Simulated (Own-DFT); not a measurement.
# Computed records: GaN (wurtzite, strained, atoms displaced)

All values are calculated (Own-DFT development build). A calculation, not a measurement: plane-wave PBE density functional theory by an unreviewed code, no spin, of a simulated periodic cell, stress positive in tension, free energy of the whole cell less one offset for each atom, forces on such cells passed a denser k mesh, this cell's mesh not checked; offsets are fitted by least squares, one for each functional and potential file, so energies compare only between cells with the same atoms and settings and are not formation energies; the far tail of each file's local potential was reset to the Coulomb form; each entry is a single point on an unrelaxed cell, so the pressure reflects the starting lattice, mostly measured values (interpolated for alloys), from which strain is counted, and rises with the displacements; printed positions are rounded, which can move forces by about a meV/angstrom; the program, named Own-DFT, is a retired in-house code; no spin-orbit coupling.

Common to all runs: functional PBE; potential files PseudoDojo norm-conserving, scalar-relativistic, standard set with the stringent files for Ga; wave cutoff 96 hartree; occupations Gaussian; smearing width 0.01 eV; k mesh 3 x 4 x 3 centred on Gamma.

(1) GaN (wurtzite, strained, atoms displaced)

```xyz
96
Lattice="12.6164 0.1111 -0.1327 -4.6590 8.2474 0.1026 -0.1078 0.0662 10.3350" Properties=species:S:1:pos:R:3 GaN
Ga    -0.1506     1.9352    10.3443
Ga     1.6327     0.9835     2.5607
N     -0.0534     1.8453     1.9597
N      1.4830     0.9841     4.5654
Ga    -0.1034     1.8471     5.1131
Ga     1.5105     0.9966     7.6962
N     -0.0425     1.8184     7.1232
N      1.4580     1.0398     9.6847
Ga    -1.5805     4.6056     0.0619
Ga     0.0509     3.5540     2.5769
N     -1.5992     4.5460     1.9136
N     -0.0585     3.7917     4.5214
Ga    -1.6472     4.6252     5.1954
Ga    -0.0914     3.7647     7.7546
N     -1.6272     4.7243     7.1886
N     -0.1075     3.7441     9.8069
Ga    -3.1151     7.4129    10.3826
Ga    -1.6272     6.4355     2.7081
N     -3.1063     7.3586     1.9740
N     -1.6706     6.4744     4.5344
Ga    -3.0779     7.3452     5.2545
Ga    -1.6187     6.4849     7.8019
N     -3.1940     7.3775     7.1724
N     -1.6830     6.4738     9.7477
Ga     3.0667     1.8941    -0.0147
Ga     4.6061     1.0393     2.5208
N      3.1793     1.9452     1.9665
N      4.7163     0.9039     4.5201
Ga     3.1272     1.9311     5.1638
Ga     4.5973     1.0719     7.7664
N      3.0882     1.9174     7.0828
N      4.7283     1.1038     9.6352
Ga     1.4416     4.6048    10.2885
Ga     3.0453     3.7554     2.5292
N      1.5566     4.5921     1.9760
N      3.1090     3.7302     4.5616
Ga     1.5755     4.6931     5.1316
Ga     3.0789     3.7941     7.6915
N      1.5460     4.7582     7.1516
N      3.0918     3.7994     9.7316
Ga    -0.1426     7.3955    10.3785
Ga     1.6537     6.3722     2.5890
N      0.0266     7.4282     1.9338
N      1.5636     6.4671     4.5172
Ga     0.0187     7.3185     5.2948
Ga     1.5963     6.4776     7.8000
N      0.0516     7.4700     7.2200
N      1.5971     6.4572     9.7423
Ga     6.2440     1.8825    -0.0291
Ga     7.8861     1.0352     2.5059
N      6.3386     2.0211     1.9143
N      7.8958     1.0247     4.4263
Ga     6.3212     1.9506     5.0987
Ga     7.7842     1.0392     7.5856
N      6.2003     2.0097     7.0557
N      7.7949     1.0010     9.5582
Ga     4.6618     4.8073    10.2337
Ga     6.3984     3.7333     2.5122
N      4.7602     4.6999     1.9203
N      6.2691     3.8364     4.4372
Ga     4.7139     4.7149     5.1157
Ga     6.2498     3.7762     7.6674
N      4.7404     4.6384     7.0747
N      6.3069     3.7695     9.6462
Ga     3.2180     7.3847     0.0740
Ga     4.8177     6.4888     2.5605
N      3.2289     7.3228     1.9771
N      4.7397     6.5132     4.4511
Ga     3.0704     7.4243     5.2348
Ga     4.7884     6.5717     7.7649
N      3.1317     7.5095     7.1199
N      4.7446     6.5184     9.7372
Ga     9.4868     1.9305    -0.0848
Ga    11.0711     1.0241     2.5851
N      9.5167     1.8962     1.8982
N     11.0382     1.0501     4.4342
Ga     9.4167     2.0452     5.1117
Ga    10.9725     1.0336     7.5934
N      9.4207     2.0875     7.0158
N     11.0162     1.0332     9.6204
Ga     7.7932     4.7086    10.2527
Ga     9.4843     3.7674     2.4657
N      7.8904     4.6380     1.9468
N      9.4922     3.6920     4.4458
Ga     7.9035     4.7117     5.1715
Ga     9.4828     3.8316     7.7239
N      7.8563     4.6981     7.0086
N      9.4265     3.8888     9.6361
Ga     6.4379     7.4630     0.0103
Ga     7.9451     6.5860     2.4799
N      6.3519     7.3988     1.9236
N      7.9001     6.6319     4.4467
Ga     6.3044     7.4860     5.1314
Ga     7.8020     6.4981     7.7793
N      6.3628     7.5319     7.1782
N      7.9276     6.5974     9.6435
```

Results for GaN (wurtzite, strained, atoms displaced): free energy of cell above offsets -4.019 eV; pressure 9.88 GPa; stress xx -11.03 GPa; stress yy -9.5 GPa; stress zz -9.11 GPa; stress yz 0.95 GPa; stress xz -2.74 GPa; stress xy 1.97 GPa.

Force:
```csv
element,x (eV/Å),y (eV/Å),z (eV/Å)
Ga,0.6,-0.62,0.194
Ga,-1.142,-0.81,0.683
N,1.116,-1.422,-0.284
N,1.382,-0.164,-1.03
Ga,1.584,1.623,1.452
Ga,0.38,-0.848,0.44
N,-1.126,2.097,-0.517
N,0.016,-0.551,-0.189
Ga,0.589,0.222,-0.101
Ga,-1.325,2.74,0.634
N,0.86,0.865,1.973
N,0.457,-1.013,0.368
Ga,0.388,0.101,0.087
Ga,0.962,-0.896,0.26
N,0.102,-1.054,-0.971
N,-0.668,-0.149,-1.864
Ga,-1.704,0.917,0.353
Ga,1.669,-0.557,-2.394
N,0.002,0.943,0.187
N,2.371,-1.088,1.44
Ga,-2.568,1.527,0.475
Ga,0.437,1.269,0.207
N,0.021,0.017,0.609
N,1.504,-0.2,-0.825
Ga,1.906,0.32,-0.219
Ga,3.627,-1.769,1.28
N,-2.265,0.512,-1.402
N,-0.37,0.862,-0.426
Ga,0.065,-1.01,-0.438
Ga,1.551,-0.487,-0.893
N,-0.774,0.824,0.258
N,-3.606,-2.03,0.454
Ga,1.375,1.448,0.9
Ga,3.585,0.117,1.11
N,-1.501,0.263,-1.219
N,0.379,0.42,-0.839
Ga,-0.686,-1.009,0.791
Ga,0.786,-0.522,0.838
N,-0.837,-1.69,-1.059
N,-0.202,-0.488,-1.081
Ga,1.958,0.634,-0.438
Ga,-0.933,1.888,-0.456
N,-0.244,-0.627,1.244
N,0.015,0.395,0.27
Ga,-0.508,0.949,-0.802
Ga,0.025,1.655,0.963
N,-1.106,-0.598,-0.048
N,-1.272,0.393,0.072
Ga,2.96,1.086,0.509
Ga,-0.028,-0.983,-0.341
N,-0.869,-2.758,-0.619
N,-0.261,-0.181,0.881
Ga,-0.979,0.242,-0.306
Ga,0.225,1.242,1.279
N,0.217,-1.176,-0.551
N,0.177,0.664,0.727
Ga,0.468,-2.883,1.912
Ga,-2.058,1.605,0.782
N,-0.508,-1.116,-0.393
N,0.91,-0.901,0.853
Ga,0.018,-0.319,-0.168
Ga,1.273,-0.192,1.006
N,-1.578,1.954,-0.039
N,-1.326,0.319,-0.569
Ga,0.212,0.056,-0.73
Ga,-0.11,-0.509,-0.158
N,-0.851,1.473,0.218
N,-0.439,0.833,1.846
Ga,1.465,0.251,-1.561
Ga,-0.891,-0.437,-0.066
N,0.606,-1.484,0.217
N,0.047,2.612,-1.412
Ga,-0.198,-0.601,-0.085
Ga,-0.57,-0.886,-1.853
N,-0.601,0.296,-0.689
N,-1.867,-0.249,0.739
Ga,0.113,-2.786,0.002
Ga,0.052,1.687,1.298
N,-0.098,-1.609,0.446
N,-1.376,1.1,-1.125
Ga,0.55,0.771,1.042
Ga,0.049,-0.492,0.429
N,1.183,1.729,-1.434
N,-0.638,3.15,-0.804
Ga,-0.486,0.512,-2.422
Ga,-0.929,0.493,-0.199
N,0.081,0.344,1.829
N,-0.704,-1.394,-0.309
Ga,-0.208,-1.118,-0.054
Ga,-0.087,-1.353,0.865
N,0.229,1.392,0.079
N,0.294,-1.146,0.427
Ga,0.125,-0.848,0.367
Ga,1.7,0.232,-1.145
N,-1.334,-1.46,-1.788
N,-0.837,-0.563,1.017
```

(2) GaN (wurtzite, strained, atoms displaced)

```xyz
96
Lattice="12.5686 0.1244 -0.0566 -4.6324 8.2405 -0.0558 -0.0460 -0.0964 10.1743" Properties=species:S:1:pos:R:3 GaN
Ga    -0.0017     1.7660     0.0003
Ga     1.5660     0.9570     2.5573
N     -0.0017     1.8637     1.9698
N      1.5399     0.9028     4.4031
Ga    -0.0276     1.8467     5.0328
Ga     1.5339     0.8206     7.5491
N      0.0904     1.7376     6.9320
N      1.4788     0.9260     9.5461
Ga    -1.4905     4.4430    10.0790
Ga    -0.0229     3.5947     2.4781
N     -1.4713     4.5904     1.9173
N      0.0038     3.6389     4.4633
Ga    -1.5498     4.4455     5.0230
Ga     0.0594     3.7014     7.5978
N     -1.5851     4.5492     6.8977
N      0.0201     3.5592     9.4100
Ga    -3.1058     7.2925    10.0940
Ga    -1.5432     6.4367     2.4950
N     -3.1624     7.2582     1.8883
N     -1.4059     6.2664     4.4676
Ga    -3.1378     7.3205     4.9998
Ga    -1.5153     6.4094     7.6137
N     -3.1581     7.2930     7.0504
N     -1.6619     6.3396     9.4970
Ga     3.1066     1.7982    10.1200
Ga     4.7293     0.9086     2.4376
N      3.1576     1.8376     1.8230
N      4.7344     1.0328     4.4477
Ga     3.1756     1.8426     5.0694
Ga     4.7723     0.8489     7.5489
N      3.1009     1.8563     6.9799
N      4.6089     0.8574     9.4941
Ga     1.5369     4.5480    10.0477
Ga     3.1729     3.7163     2.5730
N      1.5530     4.6321     1.8609
N      3.1524     3.6627     4.4618
Ga     1.5263     4.6016     4.9487
Ga     3.0926     3.5474     7.6017
N      1.5613     4.5635     6.9403
N      3.1613     3.6078     9.5043
Ga     0.0118     7.2134    10.0099
Ga     1.6486     6.4693     2.5058
N      0.0623     7.3275     1.8614
N      1.6339     6.4067     4.3585
Ga     0.0139     7.3034     4.9940
Ga     1.6712     6.4055     7.5865
N      0.0549     7.2101     6.8515
N      1.6480     6.4120     9.4613
Ga     6.2720     1.9201    -0.0122
Ga     7.8386     0.9588     2.5098
N      6.3542     1.8674     1.8469
N      7.8608     0.9904     4.4752
Ga     6.2613     1.8146     5.1278
Ga     7.8969     0.8309     7.6509
N      6.2326     1.9123     6.9231
N      7.8234     0.7599     9.4864
Ga     4.8240     4.6167    -0.0561
Ga     6.2883     3.6980     2.4857
N      4.7444     4.6231     1.8741
N      6.3403     3.6836     4.4803
Ga     4.7722     4.5970     4.9976
Ga     6.2904     3.6443     7.5464
N      4.7280     4.6220     7.0334
N      6.3087     3.7525     9.5518
Ga     3.2841     7.3980     0.0202
Ga     4.7020     6.4974     2.4467
N      3.2121     7.3334     1.8382
N      4.8082     6.4665     4.4036
Ga     3.2438     7.4261     5.0261
Ga     4.7039     6.3812     7.6236
N      3.0662     7.3734     6.9389
N      4.7093     6.3507     9.4278
Ga     9.3868     1.8587    -0.0406
Ga    11.0290     0.9683     2.6051
N      9.4464     1.9072     1.8814
N     10.9820     1.0158     4.3748
Ga     9.3335     1.8900     5.0427
Ga    10.9165     0.9316     7.5887
N      9.4328     1.9018     6.8757
N     11.0450     0.9881     9.4626
Ga     7.9148     4.6153    10.0893
Ga     9.4788     3.6882     2.4287
N      7.8959     4.6211     1.8059
N      9.4421     3.6513     4.3510
Ga     7.8107     4.5874     5.0085
Ga     9.3769     3.7362     7.5598
N      7.8325     4.6437     6.9838
N      9.4256     3.7408     9.4414
Ga     6.2635     7.3150    10.0278
Ga     7.9747     6.6161     2.5414
N      6.3188     7.4571     1.7862
N      7.8594     6.4465     4.4451
Ga     6.3249     7.3053     4.9364
Ga     7.9338     6.4764     7.5574
N      6.3360     7.2958     6.8943
N      7.8797     6.2958     9.4139
```

Results for GaN (wurtzite, strained, atoms displaced): free energy of cell above offsets -1.440 eV; pressure 14.48 GPa; stress xx -14.84 GPa; stress yy -10.46 GPa; stress zz -18.13 GPa; stress yz -2.22 GPa; stress xz -0.85 GPa; stress xy 2.08 GPa.

Force:
```csv
element,x (eV/Å),y (eV/Å),z (eV/Å)
Ga,0.304,2.222,0.856
Ga,0.685,-0.48,-1.459
N,-0.319,-1.959,-1.297
N,0.83,-0.305,1.197
Ga,0.07,-0.697,0.908
Ga,0.808,1.379,1.282
N,-2.629,1.329,0.348
N,1.703,-1.73,-0.577
Ga,-1.359,0.591,0.983
Ga,1.334,2.132,1.012
N,-1.604,-0.002,-1.251
N,0.658,-0.659,-1.461
Ga,-1.14,0.745,0.319
Ga,-1.448,-1.642,-2.257
N,-0.06,-0.081,1.771
N,0.132,-0.255,2.187
Ga,-1.977,0.112,0.471
Ga,0.67,-0.821,0.38
N,2.363,2.278,-0.933
N,-2.768,1.322,-1.324
Ga,1.144,-0.733,1.115
Ga,-0.654,-1.076,-1.539
N,1.647,-0.758,-2.04
N,2.378,-0.781,0.177
Ga,-0.775,0.229,-0.302
Ga,-0.113,0.615,0.774
N,-0.134,0.406,1.504
N,-0.413,-2.278,-1.136
Ga,-1.177,0.115,0.037
Ga,-1.317,0.22,0.169
N,0.755,-2.791,-0.386
N,1.545,-0.404,-0.2
Ga,0.903,-0.232,1.152
Ga,-0.644,-0.381,-1.666
N,0.607,-0.492,-0.049
N,0.166,0.393,-0.101
Ga,0.873,0.009,1.365
Ga,0.743,2.602,-0.168
N,1.126,0.732,-0.367
N,-0.152,0.454,0.343
Ga,-0.236,0.738,1.245
Ga,-0.845,-1.07,-0.981
N,-0.248,0.212,-0.889
N,0.64,1.041,1.098
Ga,1.216,0.837,-0.682
Ga,-1.47,-1.346,-0.733
N,0.061,1.399,1.856
N,-0.307,-0.534,0.793
Ga,0.124,0.156,-1.633
Ga,1.122,0.127,0.508
N,-1.244,-0.034,0.767
N,-1.329,-1.19,-1.35
Ga,0.674,0.982,-1.942
Ga,-0.364,2.343,-1.572
N,1.017,-1.875,2.421
N,-0.287,2.029,1.222
Ga,-1.953,0.654,0.17
Ga,1.243,0.524,0.208
N,-0.356,0.354,0.317
N,-1.41,-1.165,-1.566
Ga,-0.846,0.414,1.476
Ga,-0.102,1.633,1.22
N,-0.911,-1.268,-1.514
N,0.887,-2.894,-1.283
Ga,-0.875,-1.13,-1.797
Ga,2.488,-1.094,0.69
N,-1.047,1.468,0.992
N,-1.827,-0.884,-0.878
Ga,-0.806,-1.26,-0.113
Ga,0.537,0.746,-2.474
N,2.3,-0.564,-0.949
N,0.156,0.428,2.428
Ga,1.037,1.4,-0.269
Ga,-0.491,0.582,-3.132
N,-0.218,-1.34,-0.457
N,-0.307,-0.932,2.76
Ga,2.135,0.489,-0.797
Ga,1.804,0.178,-1.666
N,-0.919,-0.6,2.255
N,-2.667,-1.64,0.367
Ga,-0.438,-0.819,0.956
Ga,-0.224,1.554,0.024
N,-0.157,0.841,1.519
N,-0.491,1.003,0.293
Ga,2.391,0.69,0.813
Ga,1.246,-0.034,-0.715
N,-0.046,-0.343,-1.204
N,0.832,-2.075,0.741
Ga,1.379,-0.053,0.074
Ga,-2.903,-2.941,-0.832
N,0.073,-0.792,0.528
N,1.607,-0.352,-0.869
Ga,0.172,2.463,1.776
Ga,-1.298,-0.845,-0.358
N,-1.152,0.939,0.387
N,-0.131,3.524,0.916
```
